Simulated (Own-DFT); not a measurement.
# Which defects push the lattice out? zincblende GaAs

Source: density functional calculations with Own-DFT, an unreviewed in-house program that is no longer used. Nothing was measured or relaxed, and spin and spin-orbit coupling are left out.

Common settings: PBE; PseudoDojo norm-conserving scalar-relativistic files; cutoff 42 hartree; 3 x 3 x 3 k mesh centred on Gamma; Fermi-Dirac smearing of 0.1 eV.

Keep in mind (not all hold for every row): not probed for a lower state with spin; forces on such cells failed a check on a denser k mesh; forces not confirmed at this smearing and k mesh; forces on such cells passed a denser k mesh, each cell not checked; stress not checked against mesh or cutoff.

All runs share one cell, with vectors in Å (11.307, 0.000, 0.000); (0.000, 11.307, 0.000); (0.000, 0.000, 11.307) and a volume of 1445.4 Å³. The atoms are randomly displaced, by u rms on each axis. The defect's site can differ from row to row.

```
                                        cell     formula   u (Å)  P (GPa)
                                   no defect    As32Ga32  0.0194     3.52
                                   no defect    As32Ga32  0.0477     3.96
                                   no defect    As32Ga32  0.0546     4.14
                    two As on a Ga site each    As34Ga30  0.0277     4.74
                    two As on a Ga site each    As34Ga30  0.0293     4.79
                    two As on a Ga site each    As34Ga30  0.0302     4.79
                            two As vacancies    As30Ga32  0.0285     3.22
                            two As vacancies    As30Ga32  0.0482     3.72
                            two As vacancies    As30Ga32  0.0487     3.72
one As on a Ga site and one Ga on an As site    As32Ga32  0.0310     3.93
one As on a Ga site and one Ga on an As site    As32Ga32  0.0517     4.35
one As on a Ga site and one Ga on an As site    As32Ga32  0.0544     4.42
                         one Al on a Ga site  AlAs32Ga31  0.0479     3.90
                         one Al on a Ga site  AlAs32Ga31  0.0488        ?
                         one Al on a Ga site  AlAs32Ga31  0.0543     3.99
                         one Al on a Ga site  AlAs32Ga31  0.0555     4.02
```

## Working it out

P = P0 + c u² + a shift for each defect gives P0 = 3.40 GPa, c = 254 ± 14 GPa/Å² and a scatter of 0.04 GPa. The shifts, and each times the cell's volume:

- two As on a Ga site each: 1.16 ± 0.04 GPa, 10.5 eV (5.2 eV for each of its 2 sites)
- one As on a Ga site and one Ga on an As site: 0.28 ± 0.03 GPa, 2.5 eV
- one Al on a Ga site: -0.13 ± 0.04 GPa, -1.1 eV
- two As vacancies: -0.31 ± 0.03 GPa, -2.8 eV (-1.4 eV for each of its 2 sites)

A positive shift means that the defect pushes the cell outwards. Shift times volume (160.2 GPa Å³ is 1 eV) depends little on the cell's size, so, taken for each site, it can be compared between cells at like pressure. The atoms around the defects weren't relaxed, which would change these numbers.

## Check

Q: what pressure belongs in the blank (one Al on a Ga site, u = 0.0488 Å)?

From the fit: 3.87 ± 0.05 GPa. DFT gave 3.87 GPa.
